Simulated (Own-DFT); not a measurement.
# Strain and stress in fcc Cu, 16 atoms (Cu16)

All numbers below are calculated, not measured. The program, named Own-DFT, is a retired in-house plane-wave density functional code that no person has reviewed. Each row is one single-point run on a periodic cell that was not relaxed, without spin or spin-orbit coupling.

Settings of every run: PBE; PseudoDojo norm-conserving scalar-relativistic files; cutoff 50 hartree; 7 x 7 x 5 k mesh centred on Gamma; cold (Marzari-Vanderbilt) smearing of 0.2 eV.

Known limits: forces on such cells failed a check on a denser k mesh; stress not checked against mesh or cutoff.

Unstrained cell vectors in Å: (3.615, 3.615, 0.000); (-3.615, 3.615, 0.000); (0.000, 0.000, 7.230). The unstrained cell has measured lattice constants (interpolated for alloys), not those of this functional. That, the random moves and any unrelaxed bonds set the pressure at no strain. Each run strains this cell uniformly, with the atoms carried along. Every atom was also moved at random, by a Gaussian of width 0.05 Å on each axis. Strain is the symmetric tensor, in per cent. Stress is positive in tension, and the pressure is minus a third of its trace.

```
run,e_xx (%),e_yy (%),e_zz (%),e_yz (%),e_xz (%),e_xy (%),s_xx (GPa),s_yy (GPa),s_zz (GPa),s_yz (GPa),s_xz (GPa),s_xy (GPa),P (GPa),E (meV/atom)
1,-1.80,-0.29,-1.70,0.28,1.12,1.29,-10.70,-8.44,-9.50,0.37,2.71,2.34,9.55,28.1
2,-1.25,1.14,-0.57,-1.46,1.20,-0.57,-4.86,-2.95,-4.12,-2.66,2.67,-1.14,3.98,10.9
3,0.55,0.32,-1.09,-1.09,-0.92,1.72,-3.33,-3.65,-4.06,-2.46,-1.95,2.94,3.68,19.1
4,-0.92,-1.58,1.70,0.36,-0.25,-1.33,-4.67,-5.34,-2.56,0.64,-0.60,-2.77,4.19,11.5
5,0.84,1.91,-0.31,1.34,0.10,-1.08,0.75,1.37,0.75,2.16,0.32,-1.52,-0.95,0.1
6,1.92,1.78,0.99,0.60,-1.69,0.92,3.73,3.84,3.69,0.79,-2.51,1.19,-3.75,5.7
7,-1.20,-1.79,-0.39,0.95,0.72,-0.04,-8.35,-9.35,-7.52,2.07,1.33,-0.35,8.41,17.9
8,1.12,0.05,1.26,-1.75,-0.59,-1.66,0.55,-0.42,0.91,-2.52,-0.74,-2.39,-0.35,12.1
9,1.19,0.35,-1.64,1.15,1.06,1.32,-1.97,-2.83,-3.26,2.41,2.02,2.12,2.69,0.0
10,1.07,0.17,-0.42,0.72,-0.84,0.89,-1.30,-2.21,-2.00,1.80,-1.33,0.92,1.84,10.4
11,0.95,-1.22,-0.62,1.27,0.40,-0.49,-4.18,-6.53,-5.22,3.00,0.59,-1.22,5.31,31.1
12,-0.76,0.57,0.92,-1.62,0.28,0.10,-3.26,-2.14,-1.82,-2.60,1.10,0.34,2.41,19.3
13,0.92,1.40,-1.48,0.61,-0.64,-1.94,-2.02,-1.58,-2.48,1.14,-1.32,-2.97,2.03,14.3
14,-1.62,0.22,1.53,-1.26,-1.26,0.92,-4.45,-3.31,-2.18,-2.18,-2.69,2.02,3.31,20.7
15,-1.36,-1.97,1.43,0.05,-1.71,-0.78,?,?,?,?,?,?,?,?
```

E is the free energy for each atom above the lowest run shown.

## Worked fit

Each stress component was fitted by least squares to a constant and the strains of the runs shown, as fractions, with shears doubled. Shear strains stay in the fit of a normal stress only where such slopes are resolved. The slopes, in GPa:

```
stress  at no strain  per e_xx  per e_yy  per e_zz  scatter
  s_xx          -3.4  210 ± 12  124 ± 13  136 ± 12     0.50
  s_yy          -3.5   117 ± 9  219 ± 10   128 ± 9     0.39
  s_zz          -3.0  139 ± 11  137 ± 12  189 ± 11     0.47
```

Each shear stress against twice its own strain: yz 86 ± 5, xz 106 ± 8, xy 80 ± 5 GPa. These are stiffnesses along x, y and z of the frame in which the cell vectors are given, which need not be the crystal's axes. The atoms are held to the strained lattice; where symmetry lets them move under strain, relaxing them would lower some slopes. The table should be nearly symmetric about its diagonal, and what it lacks of that shows the noise. A ninth of its sum, 155 ± 5 GPa, estimates the bulk modulus near the mean pressure of these runs, 3.0 GPa, so it lies above the value at zero pressure.

## Withheld run

Question: what normal stresses and pressure should run 15 give?

The fit gives s_xx = -6.7, s_yy = -7.6, s_zz = -4.9 and P = 6.4 GPa. The calculation gave -6.93, -7.09, -4.61 and P = 6.21 GPa.
